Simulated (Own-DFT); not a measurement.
# Computed records: SiC (4H silicon carbide, atoms displaced)

Computed with Own-DFT development build. A calculation, not a measurement: plane-wave PBE density functional theory by an unreviewed code, no spin, of a simulated periodic cell, stress positive in tension, free energy of the whole cell less one offset for each atom, forces on such cells passed a denser k mesh, this cell's mesh not checked; offsets are fitted by least squares, one for each functional and potential file, so energies compare only between cells with the same atoms and settings and are not formation energies; the far tail of each file's local potential was reset to the Coulomb form; each entry is a single point on an unrelaxed cell, so the pressure reflects the starting lattice, mostly measured values (interpolated for alloys), from which strain is counted, and rises with the displacements; printed positions are rounded, which can move forces by about a meV/angstrom; the program, named Own-DFT, is a retired in-house code; no spin-orbit coupling.

Settings shared by all entries: functional PBE; potential files PseudoDojo norm-conserving, scalar-relativistic, standard set; wave cutoff 42 hartree; occupations Fermi-Dirac; smearing width 0.1 eV; hardware one NVIDIA H100; k mesh 5 x 5 x 3 centred on Gamma.

(1) SiC (4H silicon carbide, atoms displaced)

```cif
# cell vector a (Å): 6.1654 0.0000 0.0000
# cell vector b (Å): -3.0827 5.3394 0.0000
# cell vector c (Å): 0.0000 0.0000 10.0681
data_SiC
_symmetry_space_group_name_H-M 'P 1'
_symmetry_Int_Tables_number 1
_cell_length_a 6.1654
_cell_length_b 6.1654
_cell_length_c 10.0681
_cell_angle_alpha 90.000
_cell_angle_beta 90.000
_cell_angle_gamma 120.000
_cell_volume 331.44
loop_
_atom_site_label
_atom_site_type_symbol
_atom_site_fract_x
_atom_site_fract_y
_atom_site_fract_z
_atom_site_occupancy
Si1 Si 0.00755 0.99418 0.39399 1
Si2 Si 0.16672 0.33234 0.15922 1
C1 C 0.00430 0.01399 0.09631 1
C2 C 0.16964 0.33198 0.34381 1
Si3 Si 0.99829 0.50309 0.39988 1
Si4 Si 0.16442 0.82655 0.15403 1
C3 C 0.99756 0.51028 0.10205 1
C4 C 0.15503 0.83019 0.34104 1
Si5 Si 0.49994 0.00641 0.41263 1
Si6 Si 0.67643 0.33388 0.15255 1
C5 C 0.49716 0.00169 0.09426 1
C6 C 0.66925 0.33697 0.34943 1
Si7 Si 0.51473 0.51221 0.41741 1
Si8 Si 0.64987 0.82262 0.15322 1
C7 C 0.50458 0.49442 0.09088 1
C8 C 0.65655 0.82976 0.33710 1
Si9 Si 0.99973 0.99281 0.90011 1
Si10 Si 0.83143 0.66886 0.65078 1
C9 C 0.00201 0.99361 0.58621 1
C10 C 0.83969 0.66491 0.82658 1
Si11 Si 0.01296 0.51938 0.90596 1
Si12 Si 0.83127 0.17041 0.65464 1
C11 C 0.01101 0.49397 0.59389 1
C12 C 0.82010 0.17182 0.83393 1
Si13 Si 0.49895 0.99835 0.90459 1
Si14 Si 0.33764 0.67391 0.65476 1
C13 C 0.48934 0.00258 0.58465 1
C14 C 0.32559 0.65429 0.84349 1
Si15 Si 0.50189 0.51742 0.91653 1
Si16 Si 0.34166 0.17603 0.64194 1
C15 C 0.50563 0.48691 0.59786 1
C16 C 0.36177 0.17830 0.83519 1
```

The calculation gives: free energy of cell above offsets -1.991 eV; pressure 5.65 GPa; stress xx -3.07 GPa; stress yy -6.09 GPa; stress zz -7.78 GPa; stress yz 0.92 GPa; stress xz 0.4 GPa; stress xy 0.09 GPa; wall time 118.6 s.

Force:
```
element  x (eV/Å)  y (eV/Å)  z (eV/Å)
     Si    -3.099     1.127     1.609
     Si     0.281     0.769    -0.134
      C    -0.274    -2.397    -1.385
      C     0.349      0.69     0.266
     Si     1.376    -0.739     1.604
     Si    -0.946     2.758     0.881
      C      1.85    -1.353     -2.62
      C     2.768    -0.176    -0.544
     Si      0.26    -0.874    -3.925
     Si     -1.77    -0.611     1.747
      C     0.323    -0.516    -0.737
      C    -0.509    -0.286    -1.193
     Si    -1.155     -0.85    -2.775
     Si     1.381     1.241     0.338
      C    -0.778     0.346     1.656
      C     0.418     0.549     1.649
     Si     0.183     1.905     -0.61
     Si     2.155    -0.227    -0.951
      C    -1.009     0.788    -0.205
      C    -0.995     0.913     4.498
     Si    -1.794     -2.58    -0.378
     Si     0.742    -0.715    -1.398
      C    -1.383     1.085    -1.176
      C     2.138    -0.301     2.584
     Si    -0.076     0.513     -0.36
     Si     0.142    -1.043     0.021
      C     2.094    -0.662     2.681
      C     0.811     2.194     0.027
     Si     2.091    -2.306    -4.178
     Si    -1.215    -2.982     3.325
      C    -1.584     3.986     -1.18
      C    -2.776    -0.249     0.864
```

(2) SiC (4H silicon carbide, atoms displaced)

```cif
# cell vector a (Å): 6.1654 0.0000 0.0000
# cell vector b (Å): -3.0827 5.3394 0.0000
# cell vector c (Å): 0.0000 0.0000 10.0681
data_SiC
_symmetry_space_group_name_H-M 'P 1'
_symmetry_Int_Tables_number 1
_cell_length_a 6.1654
_cell_length_b 6.1654
_cell_length_c 10.0681
_cell_angle_alpha 90.000
_cell_angle_beta 90.000
_cell_angle_gamma 120.000
_cell_volume 331.44
loop_
_atom_site_label
_atom_site_type_symbol
_atom_site_fract_x
_atom_site_fract_y
_atom_site_fract_z
_atom_site_occupancy
Si1 Si 0.99070 0.99451 0.40791 1
Si2 Si 0.16129 0.32693 0.15612 1
C1 C 0.99407 0.99183 0.08900 1
C2 C 0.17005 0.33884 0.35542 1
Si3 Si 0.99660 0.51201 0.39898 1
Si4 Si 0.17837 0.82749 0.14594 1
C3 C 0.00781 0.49676 0.09512 1
C4 C 0.17422 0.83622 0.34500 1
Si5 Si 0.50369 0.01553 0.40523 1
Si6 Si 0.67809 0.34985 0.16121 1
C5 C 0.49997 0.99721 0.09696 1
C6 C 0.65649 0.32277 0.34630 1
Si7 Si 0.49681 0.50524 0.39822 1
Si8 Si 0.67178 0.85285 0.14733 1
C7 C 0.48957 0.48515 0.09802 1
C8 C 0.65558 0.84326 0.34409 1
Si9 Si 0.99445 0.99191 0.90558 1
Si10 Si 0.81146 0.65328 0.64947 1
C9 C 0.00316 0.98809 0.59134 1
C10 C 0.82760 0.66833 0.85255 1
Si11 Si 0.00127 0.49882 0.90062 1
Si12 Si 0.83392 0.17004 0.65722 1
C11 C 0.99411 0.50232 0.59051 1
C12 C 0.83219 0.17225 0.84280 1
Si13 Si 0.50868 0.98979 0.90187 1
Si14 Si 0.34740 0.65951 0.64228 1
C13 C 0.49682 0.00200 0.59747 1
C14 C 0.33133 0.66039 0.85174 1
Si15 Si 0.51028 0.49414 0.91134 1
Si16 Si 0.30507 0.15749 0.66466 1
C15 C 0.48780 0.48953 0.58611 1
C16 C 0.32857 0.16442 0.84221 1
```

It finds free energy of cell above offsets -2.744 eV; pressure 5.08 GPa; stress xx -6.21 GPa; stress yy -5.64 GPa; stress zz -3.39 GPa; stress yz 0.25 GPa; stress xz 0.13 GPa; stress xy -1.43 GPa; wall time 122.6 s.

Force:
```
element  x (eV/Å)  y (eV/Å)  z (eV/Å)
     Si     0.582     0.706     -0.86
     Si     0.733    -0.467     1.145
      C     0.969       0.6     0.645
      C    -1.517     -1.22    -2.423
     Si      0.96     -1.33      1.66
     Si    -1.974     0.424      2.23
      C    -1.073    -0.112    -0.878
      C    -1.491     0.605     -1.46
     Si    -0.345    -2.498     1.878
     Si    -0.273    -1.768    -0.673
      C    -0.021     2.318    -2.138
      C     0.127     3.606    -1.178
     Si     0.497     0.078     0.666
     Si     0.863    -2.989     2.224
      C     0.633     1.807    -0.277
      C     1.902    -0.438    -0.786
     Si     0.017     1.665    -0.203
     Si     1.613     0.599       1.4
      C    -2.925    -0.253     0.656
      C     1.112    -0.811    -2.232
     Si    -0.195      0.32     1.143
     Si    -0.292    -0.348    -1.219
      C     0.694    -0.279     0.166
      C       1.1    -0.778     0.023
     Si    -2.092     0.757     0.569
     Si    -3.783     1.556     2.402
      C     0.126     0.127     -0.54
      C     1.354    -0.342    -1.929
     Si    -2.449    -0.622     0.099
     Si     3.314     0.366    -1.991
      C     1.275    -0.898     0.161
      C      0.56    -0.382      1.72
```

(3) SiC (4H silicon carbide, atoms displaced)

```cif
# cell vector a (Å): 6.1654 0.0000 0.0000
# cell vector b (Å): -3.0827 5.3394 0.0000
# cell vector c (Å): 0.0000 0.0000 10.0681
data_SiC
_symmetry_space_group_name_H-M 'P 1'
_symmetry_Int_Tables_number 1
_cell_length_a 6.1654
_cell_length_b 6.1654
_cell_length_c 10.0681
_cell_angle_alpha 90.000
_cell_angle_beta 90.000
_cell_angle_gamma 120.000
_cell_volume 331.44
loop_
_atom_site_label
_atom_site_type_symbol
_atom_site_fract_x
_atom_site_fract_y
_atom_site_fract_z
_atom_site_occupancy
Si1 Si 0.98684 0.99386 0.41425 1
Si2 Si 0.16205 0.33013 0.15628 1
C1 C 0.98920 0.99006 0.10152 1
C2 C 0.15204 0.33139 0.33320 1
Si3 Si 0.00077 0.50976 0.40641 1
Si4 Si 0.15722 0.82906 0.15425 1
C3 C 0.99682 0.49116 0.08519 1
C4 C 0.16752 0.82118 0.33885 1
Si5 Si 0.49941 0.00530 0.41357 1
Si6 Si 0.66018 0.32624 0.16498 1
C5 C 0.47640 0.98818 0.10293 1
C6 C 0.66605 0.33067 0.33779 1
Si7 Si 0.52323 0.51717 0.41583 1
Si8 Si 0.68120 0.86174 0.15326 1
C7 C 0.52205 0.51985 0.09154 1
C8 C 0.65570 0.83195 0.33764 1
Si9 Si 0.99483 0.00195 0.90629 1
Si10 Si 0.83436 0.66519 0.66427 1
C9 C 0.98682 0.98607 0.59718 1
C10 C 0.82959 0.66908 0.84505 1
Si11 Si 0.02641 0.50798 0.90593 1
Si12 Si 0.80621 0.15019 0.65668 1
C11 C 0.00143 0.50069 0.59795 1
C12 C 0.83431 0.16013 0.84307 1
Si13 Si 0.47925 0.00534 0.90937 1
Si14 Si 0.32062 0.65337 0.65181 1
C13 C 0.48331 0.99536 0.59072 1
C14 C 0.32574 0.67438 0.83658 1
Si15 Si 0.49681 0.51118 0.91489 1
Si16 Si 0.33432 0.17577 0.65615 1
C15 C 0.51697 0.52734 0.60656 1
C16 C 0.35180 0.18918 0.84913 1
```

The calculation gives: free energy of cell above offsets -1.589 eV; pressure 5.72 GPa; stress xx -5.32 GPa; stress yy -2.75 GPa; stress zz -9.09 GPa; stress yz 1.02 GPa; stress xz 0.21 GPa; stress xy -0.81 GPa; wall time 121.7 s.

Force:
```
element  x (eV/Å)  y (eV/Å)  z (eV/Å)
     Si     0.801     0.658    -2.748
     Si     1.082     1.062    -1.233
      C     1.766     2.464    -2.523
      C     1.276    -0.131     4.334
     Si      0.84    -1.753    -0.339
     Si    -0.349    -1.738     0.974
      C    -0.201     0.125     1.935
      C    -1.375     2.088     1.579
     Si    -0.223    -0.939    -3.245
     Si    -0.233     1.054     -4.14
      C     1.468     2.017    -2.143
      C     -0.32     0.739     4.243
     Si    -2.051    -1.331    -2.237
     Si    -2.136     -3.59     1.131
      C    -1.438    -1.145     2.015
      C      0.81     0.816     2.271
     Si     0.983    -0.538     0.314
     Si     1.061     0.561     0.387
      C     0.164     1.912     0.102
      C     1.088    -0.026      1.05
     Si    -4.408    -1.941    -0.593
     Si     1.915     1.109     0.437
      C    -1.481    -1.723    -1.292
      C    -1.728     0.827     0.455
     Si     3.063    -0.231     0.413
     Si    -0.247     2.034     1.227
      C     0.034     0.126     1.393
      C     2.105     0.942     0.851
     Si     1.173      0.76    -1.814
     Si    -0.731    -0.198     0.819
      C    -0.193    -3.024    -2.544
      C    -2.512    -0.987    -1.081
```

(4) SiC (4H silicon carbide, atoms displaced)

```cif
# cell vector a (Å): 6.1654 0.0000 0.0000
# cell vector b (Å): -3.0827 5.3394 0.0000
# cell vector c (Å): 0.0000 0.0000 10.0681
data_SiC
_symmetry_space_group_name_H-M 'P 1'
_symmetry_Int_Tables_number 1
_cell_length_a 6.1654
_cell_length_b 6.1654
_cell_length_c 10.0681
_cell_angle_alpha 90.000
_cell_angle_beta 90.000
_cell_angle_gamma 120.000
_cell_volume 331.44
loop_
_atom_site_label
_atom_site_type_symbol
_atom_site_fract_x
_atom_site_fract_y
_atom_site_fract_z
_atom_site_occupancy
Si1 Si 0.96960 0.99856 0.40051 1
Si2 Si 0.17998 0.35901 0.15462 1
C1 C 0.00559 0.99212 0.09253 1
C2 C 0.15566 0.31327 0.33802 1
Si3 Si 0.01020 0.50410 0.41212 1
Si4 Si 0.16407 0.82972 0.16979 1
C3 C 0.00136 0.48985 0.10477 1
C4 C 0.14892 0.82077 0.34348 1
Si5 Si 0.48934 0.99283 0.39516 1
Si6 Si 0.67438 0.35729 0.15595 1
C5 C 0.48923 0.00794 0.08398 1
C6 C 0.65899 0.33285 0.34370 1
Si7 Si 0.49566 0.50386 0.40348 1
Si8 Si 0.67132 0.84549 0.15191 1
C7 C 0.50612 0.50075 0.09487 1
C8 C 0.66636 0.83260 0.35143 1
Si9 Si 0.01345 0.00459 0.90466 1
Si10 Si 0.83757 0.66401 0.65663 1
C9 C 0.99796 0.98966 0.60323 1
C10 C 0.84247 0.67751 0.84176 1
Si11 Si 0.01312 0.49816 0.90712 1
Si12 Si 0.84067 0.16854 0.66932 1
C11 C 0.97900 0.49772 0.60082 1
C12 C 0.85206 0.18360 0.83933 1
Si13 Si 0.50870 0.01079 0.90720 1
Si14 Si 0.33330 0.67566 0.64398 1
C13 C 0.49407 0.00985 0.59387 1
C14 C 0.32773 0.65800 0.84355 1
Si15 Si 0.48979 0.50408 0.91003 1
Si16 Si 0.32867 0.16453 0.65513 1
C15 C 0.49398 0.48367 0.58454 1
C16 C 0.33277 0.16406 0.84034 1
```

It finds free energy of cell above offsets -1.433 eV; pressure 6.21 GPa; stress xx -6.12 GPa; stress yy -4.76 GPa; stress zz -7.74 GPa; stress yz 0.85 GPa; stress xz -0.15 GPa; stress xy 0.59 GPa; wall time 129.3 s.

Force:
```
element  x (eV/Å)  y (eV/Å)  z (eV/Å)
     Si     4.918     0.624     3.115
     Si     1.458    -4.011     0.739
      C    -0.834     1.424     0.452
      C    -0.224     2.852     1.078
     Si     -1.77    -2.102    -0.426
     Si    -0.043     0.301    -4.235
      C    -1.492      2.32    -2.607
      C     0.299     1.169     2.078
     Si    -0.608      1.65     2.343
     Si     1.114    -3.012     0.878
      C     1.321     0.027     3.423
      C      0.78     0.296    -0.435
     Si      0.57    -2.247     0.161
     Si    -0.041      0.15    -0.183
      C    -1.649     2.002    -0.337
      C    -3.405    -1.288    -3.087
     Si    -0.753    -0.716     0.321
     Si    -2.895     0.238     0.792
      C    -1.475     1.293    -2.367
      C    -0.455    -1.598     1.272
     Si    -2.349     1.375      0.67
     Si    -0.898    -0.657    -4.519
      C     3.993    -0.872    -1.953
      C    -0.598    -1.864     4.126
     Si    -0.203    -0.897    -2.057
     Si     0.379    -1.217      1.85
      C     1.921    -0.895    -0.868
      C     0.747      2.25    -0.716
     Si     2.479    -0.302    -1.664
     Si     -0.13     0.222     -0.02
      C    -0.958     2.133     1.431
      C       0.8     1.352     0.746
```

(5) SiC (4H silicon carbide, atoms displaced)

```cif
# cell vector a (Å): 6.1654 0.0000 0.0000
# cell vector b (Å): -3.0827 5.3394 0.0000
# cell vector c (Å): 0.0000 0.0000 10.0681
data_SiC
_symmetry_space_group_name_H-M 'P 1'
_symmetry_Int_Tables_number 1
_cell_length_a 6.1654
_cell_length_b 6.1654
_cell_length_c 10.0681
_cell_angle_alpha 90.000
_cell_angle_beta 90.000
_cell_angle_gamma 120.000
_cell_volume 331.44
loop_
_atom_site_label
_atom_site_type_symbol
_atom_site_fract_x
_atom_site_fract_y
_atom_site_fract_z
_atom_site_occupancy
Si1 Si 0.01241 0.01496 0.40284 1
Si2 Si 0.17983 0.33476 0.16271 1
C1 C 0.99768 0.00036 0.08548 1
C2 C 0.17430 0.34802 0.34817 1
Si3 Si 0.01463 0.51004 0.41890 1
Si4 Si 0.16040 0.82519 0.15477 1
C3 C 0.00044 0.49453 0.09287 1
C4 C 0.16479 0.83002 0.34144 1
Si5 Si 0.47434 0.98080 0.40838 1
Si6 Si 0.66788 0.34957 0.15782 1
C5 C 0.49504 0.98953 0.09276 1
C6 C 0.65007 0.33060 0.35193 1
Si7 Si 0.50416 0.50931 0.41548 1
Si8 Si 0.66545 0.82981 0.15516 1
C7 C 0.49718 0.50676 0.09109 1
C8 C 0.67537 0.84910 0.33415 1
Si9 Si 0.00076 0.98569 0.90332 1
Si10 Si 0.82266 0.64580 0.65261 1
C9 C 0.00244 0.00290 0.60283 1
C10 C 0.84083 0.65886 0.83807 1
Si11 Si 0.98344 0.49240 0.90199 1
Si12 Si 0.83858 0.17288 0.64966 1
C11 C 0.98347 0.48837 0.59767 1
C12 C 0.83378 0.17021 0.83618 1
Si13 Si 0.50072 0.99772 0.91123 1
Si14 Si 0.33299 0.65530 0.66007 1
C13 C 0.48697 0.99963 0.59896 1
C14 C 0.34492 0.66217 0.82934 1
Si15 Si 0.52284 0.53103 0.91850 1
Si16 Si 0.33892 0.15824 0.64962 1
C15 C 0.50108 0.50300 0.59396 1
C16 C 0.32304 0.15874 0.84254 1
```

Results for SiC (4H silicon carbide, atoms displaced): free energy of cell above offsets -1.576 eV; pressure 5.89 GPa; stress xx -5.33 GPa; stress yy -2.75 GPa; stress zz -9.59 GPa; stress yz -0.32 GPa; stress xz 0.66 GPa; stress xy 1.71 GPa; wall time 120.9 s.

Force:
```
element  x (eV/Å)  y (eV/Å)  z (eV/Å)
     Si    -0.952    -1.248     1.143
     Si    -2.179    -0.417    -1.596
      C     0.572    -0.382      2.18
      C     0.491    -0.221     0.087
     Si    -2.467    -1.282    -2.685
     Si     0.216       0.4     -0.78
      C    -0.264     0.067     0.081
      C    -1.366    -0.324     0.331
     Si     2.475     2.765    -0.192
     Si     1.058    -2.128      0.67
      C    -0.371     1.164      0.89
      C     1.472      0.24    -0.662
     Si      0.55     0.552    -2.398
     Si    -0.165     1.603    -0.471
      C     0.871    -0.185     2.272
      C    -0.069    -0.898     2.985
     Si    -0.756      2.17    -1.322
     Si    -0.728     2.893     1.059
      C     0.086    -1.152    -2.745
      C    -1.897      0.67     0.824
     Si     3.475     -0.49     0.541
     Si    -0.838    -2.724     1.819
      C     2.317     1.757     -0.74
      C     0.091    -1.255     1.317
     Si    -0.646     0.302    -2.773
     Si    -0.913     1.215    -2.091
      C     3.397    -2.298    -2.414
      C    -1.037     0.495     5.787
     Si    -0.994    -3.312    -4.931
     Si     -2.98     1.607     3.116
      C    -0.224    -0.886     0.208
      C     1.775     1.303      0.49
```
